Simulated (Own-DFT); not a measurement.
# Point defects and the pressure they add: 2H SiC

The numbers are computed, not measured, by runs of the plane-wave DFT program Own-DFT (in-house, retired, unreviewed) at fixed positions, with no spin and no spin-orbit coupling.

Method: PBE; PseudoDojo norm-conserving scalar-relativistic files; cutoff 42 hartree; 4 x 4 x 3 k mesh centred on Gamma; Fermi-Dirac smearing of 0.1 eV.

Known weak points (not all hold for every row): some atoms lie very close together; not probed for a lower state with spin; forces on such cells passed a denser k mesh, each cell not checked; stress not checked against mesh or cutoff.

All runs share one cell, with vectors in Å (9.248, 0.000, 0.000); (-4.624, 8.009, 0.000); (0.000, 0.000, 10.068) and a volume of 745.7 Å³. Atoms were moved at random from their sites; u is the rms move along one axis. The defect's site can differ from row to row.

```
cell,formula,u (Å),P (GPa)
no defect,C36Si36,0.0284,3.75
no defect,C36Si36,0.0566,5.84
no defect,C36Si36,0.0578,6.50
two N on a C site each,C34N2Si36,0.0291,2.92
two N on a C site each,C34N2Si36,0.0483,3.72
two N on a C site each,C34N2Si36,0.0516,4.80
one Al on a Si site and one N on a C site,AlC35NSi35,0.0290,?
one Al on a Si site and one N on a C site,AlC35NSi35,0.0326,4.21
one Al on a Si site and one N on a C site,AlC35NSi35,0.0511,5.60
one Al on a Si site and one N on a C site,AlC35NSi35,0.0534,5.60
two Al on a Si site each,Al2C36Si34,0.0305,5.93
two Al on a Si site each,Al2C36Si34,0.0452,6.78
two Al on a Si site each,Al2C36Si34,0.0559,8.06
one C on a Si site and one Si on a C site,C36Si36,0.0290,7.61
one C on a Si site and one Si on a C site,C36Si36,0.0506,8.55
one C on a Si site and one Si on a C site,C36Si36,0.0511,9.22
```

## Analysis

P = P0 + c u² + a shift for each defect gives P0 = 3.15 GPa, c = 904 ± 86 GPa/Å² and a scatter of 0.30 GPa. The shifts, and each times the cell's volume:

- one C on a Si site and one Si on a C site: 3.50 ± 0.25 GPa, 16.3 eV
- two Al on a Si site each: 1.94 ± 0.25 GPa, 9.0 eV (4.5 eV for each of its 2 sites)
- one Al on a Si site and one N on a C site: 0.02 ± 0.25 GPa, 0.1 eV (not resolved)
- two N on a C site each: -1.10 ± 0.25 GPa, -5.1 eV (-2.6 eV for each of its 2 sites)

Positive is outwards. The product with the volume (160.2 GPa Å³ to the eV) is nearly free of the cell's size; divided by the bulk modulus at the cell's pressure it gives the volume that the defect adds. The atoms around the defects weren't relaxed, which would change these numbers.

## The run left out

The question: what pressure belongs in the blank (one Al on a Si site and one N on a C site, u = 0.0290 Å)?

The fit gives 3.93 ± 0.37 GPa. The hidden result is 3.93 GPa.
